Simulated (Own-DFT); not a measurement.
# Computed records: Hf36O71 (tetragonal hafnia with one neutral oxygen vacancy, atoms displaced)

Computed with Own-DFT development build. A calculation, not a measurement: plane-wave PBE and HSE06 DFT by an unreviewed code, no spin, of a simulated cell at Gamma alone, so results move with cell size and shape, stress positive in tension, energies less offsets, not probed for a lower state with spin; hafnium file: forces about 75 meV/angstrom off all-electron values; oxygen file: force components 24 meV/angstrom off all-electron in a glass; k mesh not checked against a denser one; forces and stress are PBE's, HSE06 gives the energy alone, and its difference from PBE has offsets of its own; offsets are fitted by least squares, one for each functional and potential file, so energies compare only between cells with the same atoms and settings and are not formation energies; the far tail of each file's local potential was reset to the Coulomb form; each entry is a single point on an unrelaxed cell, so the pressure reflects the starting lattice, taken from the Materials Project, from which strain is counted, and rises with the displacements; printed positions are rounded, which can move forces by about a meV/angstrom; the program is a retired in-house code; no spin-orbit coupling.

Common to all runs: first functional PBE; second functional HSE06; exact exchange share 0.25; screening 0.11 1/bohr; exchange divergence Gygi-Baldereschi; potential files PseudoDojo norm-conserving, scalar-relativistic, made for PBE, standard set; wave cutoff 48 hartree; occupations fixed; k mesh 1 x 1 x 1 centred on Gamma.

(1) Hf36O71 (tetragonal hafnia with one neutral oxygen vacancy, atoms displaced)

```xyz
107
Lattice="10.7800 0.0000 0.0000 0.0000 10.7800 0.0000 0.0000 0.0000 10.4493" Properties=species:S:1:pos:R:3 Hf36O71
Hf     0.0029     0.0882    10.3799
Hf     1.9219     1.7929     2.5892
O     10.6781     1.8521     1.5841
O      1.7857     0.0849     3.6944
O      0.0730     1.7896     4.2754
O      1.8954    10.7588     0.9634
Hf     0.0724     0.0149     5.2070
Hf     1.8028     1.8077     7.7509
O     10.7432     1.7563     6.8043
O      1.7405     0.0355     8.8884
O      0.0154     1.7446     9.4606
O      1.7696     0.0064     6.1700
Hf    10.6374     3.6751    10.3961
Hf     1.8396     5.3755     2.6332
O     10.7414     5.3907     1.6362
O      1.7455     3.6504     3.6275
O      0.0109     5.4229     4.1418
O      1.8373     3.6467     1.0037
Hf     0.0226     3.6214     5.2194
Hf     1.8025     5.3311     7.8684
O     10.7575     5.4638     6.8052
O      1.8056     3.6493     8.9132
O      0.0115     5.4574     9.4136
O      1.7919     3.6839     6.2160
Hf    10.7712     7.1395     0.0593
Hf     1.7562     8.9646     2.6580
O      0.0379     8.9863     1.5716
O      1.8092     7.1728     3.6052
O      0.0124     8.9173     4.1222
O      1.8008     7.2783     1.0675
Hf     0.0020     7.1488     5.1828
Hf     1.7945     8.9562     7.8974
O     10.7674     8.9914     6.8002
O      1.7418     7.2698     8.8891
O      0.0341     8.9324     9.4140
O      1.7198     7.3014     6.3004
Hf     3.6652    10.7509     0.0143
Hf     5.3849     1.7990     2.6438
O      3.5472     1.8471     1.6012
O      5.3156    10.7736     3.7009
O      3.6753     1.7358     4.2136
O      5.4088    10.7616     1.0338
Hf     3.5368     0.0529     5.2434
Hf     5.3298     1.8577     7.7710
O      3.5685     1.8033     6.8043
O      5.3556     0.0904     8.8674
O      3.6176     1.7834     9.4421
O      5.4177     0.0320     6.3675
Hf     3.6422     3.5370    10.4141
Hf     5.3582     5.4194     2.6049
O      3.7044     5.3782     1.5438
O      3.5118     5.4182     4.2573
O      5.4122     3.5663     1.1213
Hf     3.5382     3.4885     5.2928
Hf     5.4035     5.4254     7.9134
O      3.6058     5.4467     6.7829
O      5.4007     3.5529     8.8990
O      3.6997     5.4580     9.4527
O      5.4002     3.5267     6.1607
Hf     3.6882     7.2080    10.4027
Hf     5.3469     8.9541     2.6352
O      3.5714     9.0148     1.6088
O      5.4315     7.1828     3.6683
O      3.6038     9.0238     4.2683
O      5.2869     7.1339     0.9824
Hf     3.6137     7.2099     5.2066
Hf     5.4210     8.9533     7.8704
O      3.6965     9.0184     6.8350
O      5.3614     7.1774     8.8749
O      3.5459     9.0748     9.4393
O      5.3832     7.0774     6.3754
Hf     7.1576    10.6685    10.4164
Hf     8.8972     1.8077     2.6298
O      7.2954     1.7863     1.6592
O      9.0301     0.0799     3.7220
O      7.2116     1.8120     4.2481
O      9.0418     0.0996     0.9719
Hf     7.1761    10.7463     5.2460
Hf     9.0108     1.7801     7.8339
O      7.3147     1.7727     6.8143
O      9.0437    10.7288     8.8753
O      7.1646     1.7070     9.3757
O      9.0659    10.7527     6.2401
Hf     7.1751     3.6294     0.0139
Hf     8.9507     5.4457     2.6273
O      7.0957     5.3899     1.5782
O      8.9551     3.5061     3.6595
O      7.2426     5.3787     4.0525
O      8.8896     3.7098     1.0388
Hf     7.1886     3.5267     5.2167
Hf     8.9519     5.4149     7.8489
O      7.1959     5.4266     6.8450
O      9.0504     3.5619     8.9074
O      7.0201     5.3852     9.4841
O      8.9786     3.6054     6.3019
Hf     7.2767     7.1836     0.0535
Hf     9.0243     9.0401     2.6444
O      7.1704     8.9665     1.5858
O      9.0476     7.2039     3.6010
O      7.0738     9.0093     4.3001
O      8.9143     7.0869     0.9663
Hf     7.1560     7.1829     5.2203
Hf     9.0366     8.9866     7.8714
O      7.1244     9.0378     6.7855
O      9.0179     7.1657     8.8267
O      7.1362     8.9210     9.4465
O      8.8602     7.2073     6.2489
```

Results for Hf36O71 (tetragonal hafnia with one neutral oxygen vacancy, atoms displaced): PBE energy of cell above offsets -96.407 eV; HSE06 less PBE above offsets 0.083 eV; PBE pressure 2.22 GPa; PBE stress xx -2 GPa; PBE stress yy -2.5 GPa; PBE stress zz -2.17 GPa; PBE stress yz -0.15 GPa; PBE stress xz -0.71 GPa; PBE stress xy 0.04 GPa.

Force:
```tsv
element	x (eV/Å)	y (eV/Å)	z (eV/Å)
Hf	0.895	-2.155	1.59
Hf	-4.092	0.685	-0.062
O	1.748	0.233	0.228
O	0.479	-1.221	-0.854
O	0.16	1.141	0.177
O	-1.509	0.685	1.005
Hf	-2.252	-0.358	-0.486
Hf	-1.682	-1.034	2.484
O	1.705	0.646	0.289
O	0.266	0.509	-1.737
O	-0.08	3.227	-1.406
O	1.253	0.432	1.936
Hf	1.434	-1.52	1.889
Hf	0.339	0.034	-1.443
O	0.622	0.172	-0.799
O	0.618	-1.587	0.533
O	-0.293	-0.748	0.624
O	-0.476	0.067	-0.316
Hf	-1.69	-0.596	-1.014
Hf	0.178	2.436	-0.612
O	0.158	-0.394	0.205
O	0.105	-1.226	-1.07
O	-0.067	-0.955	-0.077
O	-0.602	-0.587	1.368
Hf	1.852	1.651	-0.269
Hf	0.383	0.332	-1.128
O	-1.679	-0.12	0.48
O	0.152	0.27	0.859
O	0.068	1.085	0.427
O	0.193	-0.871	-0.525
Hf	-0.224	0.739	1.271
Hf	-0.222	0.356	-0.681
O	0.049	-0.003	0.302
O	0.72	-2.372	0.028
O	-0.692	0.417	0.311
O	1.405	-0.355	-1.123
Hf	-0.659	0.434	-0.315
Hf	0.661	0.47	-0.058
O	2.684	-0.063	-0.49
O	0.689	0.038	-0.887
O	-0.366	1.929	-0.617
O	0.405	0.189	0.605
Hf	1.979	-2.385	0.432
Hf	2.74	-1.862	1.237
O	-0.762	0.42	-0.798
O	0.248	-1.424	0.169
O	-0.344	0.333	-0.72
O	-0.645	0.948	-1.378
Hf	-0.622	1.173	1.183
Hf	0.419	-1.309	0.402
O	-2.03	-0.015	0.653
O	0.57	-0.842	-0.482
O	0.062	-0.79	-0.403
Hf	1.59	2.334	-1.878
Hf	-0.534	0.303	-0.856
O	-0.672	-0.876	1.147
O	-0.325	0.491	-0.491
O	-0.708	-1.686	-0.775
O	-0.631	-0.217	0.432
Hf	-2.665	0.648	0.192
Hf	-0.278	1.033	0.04
O	0.862	-0.112	0.673
O	-0.64	0.171	0.067
O	-0.264	-0.465	-0.621
O	3.058	1.015	1.36
Hf	-0.581	-0.258	1.713
Hf	-0.334	1.398	-0.551
O	-1.384	-0.226	0.117
O	-0.148	0.849	0.363
O	0.469	-1.517	-0.407
O	0.412	0.676	-1.516
Hf	0.754	2.115	0.13
Hf	3.232	-0.44	0.526
O	-3.835	0.01	-1.242
O	-0.526	-1.871	-1.023
O	-1.292	-0.844	-0.616
O	-1.583	-1.513	0.459
Hf	0.36	0.734	1.667
Hf	-0.675	-0.712	0.321
O	-1.887	0.459	-0.254
O	-0.322	0.261	-0.137
O	0.552	1.068	1.068
O	-1.159	-0.206	0.153
Hf	-0.857	-1.583	0.133
Hf	-0.659	-1.892	0.028
O	0.817	0.56	-0.267
O	0.527	2.015	0.334
O	-0.419	-0.024	1.894
O	0.745	0.273	-0.311
Hf	1.306	1.12	-0.163
Hf	0.511	-0.549	-1.233
O	-0.388	-0.635	0.064
O	-0.286	0.99	0.006
O	1.143	0.28	-0.563
O	0.599	0.337	-0.365
Hf	-3.471	-0.494	-0.91
Hf	0.753	1.037	-0.126
O	0.595	-0.246	0.533
O	-0.694	0.919	-0.057
O	0.718	-0.77	-1.493
O	2.231	0.196	1.571
Hf	-0.659	-0.584	0.614
Hf	0.308	0.254	-1.555
O	0.986	-0.23	0.806
O	-0.842	0.086	0.894
O	0.28	0.15	-0.431
O	1.653	-0.093	-0.408
```

(2) Hf36O71 (tetragonal hafnia with one neutral oxygen vacancy, atoms displaced)

```xyz
107
Lattice="10.7800 0.0000 0.0000 0.0000 10.7800 0.0000 0.0000 0.0000 10.4493" Properties=species:S:1:pos:R:3 Hf36O71
Hf     0.0442    10.7710     0.0082
Hf     1.8505     1.7928     2.5476
O     10.7707     1.8122     1.5817
O      1.8300    10.7262     3.6272
O     10.7712     1.7218     4.1724
O      1.8122     0.0034     1.0198
Hf    10.7732     0.0330     5.2591
Hf     1.8260     1.7685     7.8392
O     10.7453     1.7933     6.7888
O      1.7874     0.0225     8.8509
O     10.7755     1.7990     9.4157
O      1.8622     0.0313     6.2687
Hf    10.7754     3.6282     0.0554
Hf     1.7660     5.4034     2.5728
O      0.0145     5.3462     1.6365
O      1.8349     3.6513     3.6141
O      0.0324     5.3665     4.1977
O      1.7766     3.5829     1.0049
Hf    10.7726     3.6048     5.2383
Hf     1.7803     5.3702     7.8513
O      0.0148     5.3246     6.8591
O      1.7658     3.5876     8.8489
O      0.0173     5.3447     9.4178
O      1.8152     3.6548     6.2584
Hf     0.0260     7.2092     0.0067
Hf     1.8186     8.8959     2.6634
O      0.0074     9.0153     1.5795
O      1.8123     7.1909     3.6191
O      0.0359     8.9766     4.2078
O      1.8220     7.1445     1.0228
Hf    10.7583     7.1820     5.2124
Hf     1.7954     8.9778     7.8600
O     10.7739     9.0223     6.8455
O      1.8222     7.1814     8.8458
O      0.0018     8.9739     9.3997
O      1.8091     7.1432     6.2417
Hf     3.5832    10.7621     0.0440
Hf     5.3883     1.7984     2.6346
O      3.5993     1.7567     1.5971
O      5.3551     0.0029     3.6687
O      3.5583     1.8083     4.2138
O      5.4022    10.7249     0.9283
Hf     3.5969    10.7413     5.1569
Hf     5.3646     1.7704     7.8519
O      3.5776     1.7861     6.8402
O      5.3199    10.7228     8.8697
O      3.5699     1.7726     9.3913
O      5.3325    10.7675     6.2714
Hf     3.6176     3.6450    10.3858
Hf     5.4881     5.4084     2.6126
O      3.5588     5.3904     1.5140
O      5.4106     3.5853     3.6566
O      3.5582     5.4214     4.2068
O      5.4517     3.5864     1.0022
Hf     3.5910     3.5538     5.2440
Hf     5.4064     5.3881     7.8725
O      3.5841     5.3527     6.7758
O      5.4125     3.6458     8.8673
O      3.5472     5.3495     9.4688
O      5.3294     3.5544     6.2565
Hf     3.6312     7.2130     0.0143
Hf     5.3942     8.9885     2.6353
O      3.6190     8.9265     1.6082
O      5.3760     7.2139     3.6443
O      3.6026     8.9582     4.2152
O      5.3935     7.2027     0.9705
Hf     3.6170     7.1740     5.2650
Hf     5.3835     8.9911     7.8296
O      3.6606     8.9765     6.8224
O      5.3887     7.1860     8.8760
O      3.5641     9.0011     9.3920
O      5.3400     7.1857     6.2249
Hf     7.1379     0.0262    10.3855
Hf     8.9727     1.7985     2.6405
O      7.1303     1.7812     1.6202
O      8.9710    10.7651     3.6261
O      7.1852     1.7763     4.2487
O      9.0262     0.0177     1.0172
Hf     7.2256     0.0423     5.2618
Hf     8.9864     1.7871     7.7843
O      9.0057    10.7641     8.8458
O      7.1678     1.7468     9.4470
O      9.0092    10.7703     6.2737
Hf     7.2073     3.5599    10.4180
Hf     8.9979     5.3961     2.6214
O      7.2045     5.3386     1.6025
O      8.9840     3.6080     3.5728
O      7.1986     5.3895     4.1785
O      8.9679     3.5656     1.0068
Hf     7.1630     3.5931     5.1799
Hf     8.9738     5.4245     7.7695
O      7.2093     5.4219     6.8271
O      9.0175     3.6003     8.8373
O      7.1534     5.3474     9.4108
O      9.0122     3.6534     6.2428
Hf     7.1493     7.1620    10.4219
Hf     8.9275     8.9631     2.5962
O      7.1810     8.9551     1.5756
O      8.9824     7.1741     3.6124
O      7.1545     9.0008     4.1906
O      8.9926     7.1769     1.0215
Hf     7.1794     7.1951     5.1912
Hf     9.0012     8.9685     7.8351
O      7.1524     9.0001     6.8561
O      8.9683     7.1964     8.8983
O      7.2116     8.9713     9.4227
O      8.9993     7.1992     6.2355
```

Results for Hf36O71 (tetragonal hafnia with one neutral oxygen vacancy, atoms displaced): PBE energy of cell above offsets -100.568 eV; HSE06 less PBE above offsets -0.135 eV; PBE pressure 1.08 GPa; PBE stress xx -0.96 GPa; PBE stress yy -0.6 GPa; PBE stress zz -1.69 GPa; PBE stress yz 0.67 GPa; PBE stress xz 0.15 GPa; PBE stress xy -0.07 GPa.

Force:
```tsv
element	x (eV/Å)	y (eV/Å)	z (eV/Å)
Hf	-0.915	0.674	-0.221
Hf	-1.293	0.17	1.081
O	0.237	-0.007	0.448
O	0.211	0.558	-0.218
O	-0.121	1.397	0.337
O	0.119	0.116	0.187
Hf	1.222	-0.699	-0.455
Hf	-0.691	0.491	0.299
O	0.58	0	-0.21
O	-0.127	-0.815	0.241
O	0.006	-0.016	0.364
O	-0.986	-0.253	-0.337
Hf	-0.023	-1.266	-1.267
Hf	1.837	-0.43	0.735
O	-0.998	0.18	-0.741
O	-0.343	-1.359	-0.189
O	-0.568	0.628	0.346
O	0.98	-0.204	0.096
Hf	1.239	-0.517	-0.232
Hf	0.538	-0.229	-0.211
O	-0.578	0.507	-0.795
O	0.516	-0.246	-0.01
O	0.012	1.431	0.614
O	-0.714	-0.671	-0.383
Hf	-0.336	-0.218	-0.389
Hf	-0.662	1.385	-0.59
O	0.086	-0.625	0.255
O	-0.437	-0.719	0.383
O	-0.306	-0.162	0.447
O	-0.553	0.44	-0.149
Hf	1.277	0.283	-0.099
Hf	0.607	0.188	-0.339
O	0.402	-0.278	-0.4
O	-0.193	0.088	0.222
O	0.3	-0.21	0.28
O	-0.826	0.474	-0.039
Hf	-0.061	0.217	-1.148
Hf	-0.409	0.205	-0.234
O	0.957	-0.008	-0.294
O	0.108	0.147	-0.671
O	0.165	-0.381	-0.36
O	-0.412	0.087	1.326
Hf	-0.449	0.35	0.692
Hf	-0.308	-0.108	-0.363
O	0.634	0.44	-0.206
O	0.661	1.118	-0.217
O	0.418	0.365	0.539
O	1.447	0.814	-0.234
Hf	-0.444	-1.009	1.215
Hf	-2.177	-0.423	-0.095
O	1.295	-0.16	0.884
O	0.29	0.244	-0.256
O	0.655	-0.504	-0.005
O	-1.023	0.041	0.148
Hf	-1.056	1.454	-0.45
Hf	-0.531	0.29	-0.908
O	0.689	0.305	1.177
O	-0.323	-1.411	-0.146
O	0.403	1.492	-1.196
O	2.036	-0.289	0.102
Hf	-0.928	-0.376	-0.401
Hf	0.204	0.192	-0.199
O	-0.195	0.19	-0.221
O	0.608	-0.616	-0.428
O	0.051	-0.154	-0.349
O	0.397	-0.434	0.97
Hf	-1.01	-0.745	-0.491
Hf	-0.07	-0.062	0.159
O	-1.547	-0.158	-0.163
O	-0.118	-0.282	-0.085
O	-0.17	-0.341	0.764
O	1.933	-0.275	0.361
Hf	1.629	-1.61	0.877
Hf	0.837	-0.84	-1.261
O	0.693	-0.22	0.11
O	-0.346	-0.088	0.418
O	0.126	0.573	0.196
O	-1.117	-0.03	-0.19
Hf	-0.764	-1.08	0.368
Hf	0.246	0.132	1.236
O	-0.252	0.35	-0.445
O	-0.251	1.109	-1.221
O	-0.898	0.413	-0.265
Hf	0.233	0.281	0.15
Hf	0.171	0.006	-0.669
O	0.236	0.547	-0.261
O	-0.18	-0.315	0.96
O	-0.231	0.387	0.098
O	-0.225	0.084	0.194
Hf	-0.25	-0.023	1.019
Hf	0.682	-0.72	1.641
O	-1.036	-0.002	-0.737
O	-0.737	-0.219	-0.486
O	0.128	0.632	0.204
O	-1.236	-0.549	-0.62
Hf	1.207	0.565	-0.328
Hf	0.96	0.794	-0.641
O	-0.256	-0.069	0.323
O	-0.088	0.141	0.595
O	0.286	-0.282	0.324
O	-0.092	-0.22	0.001
Hf	-0.558	0.397	0.62
Hf	-0.496	0.361	0.822
O	0.855	-0.237	-0.822
O	0.117	-0.509	-0.709
O	-0.254	0.02	0.237
O	-0.365	-0.091	-0.016
```
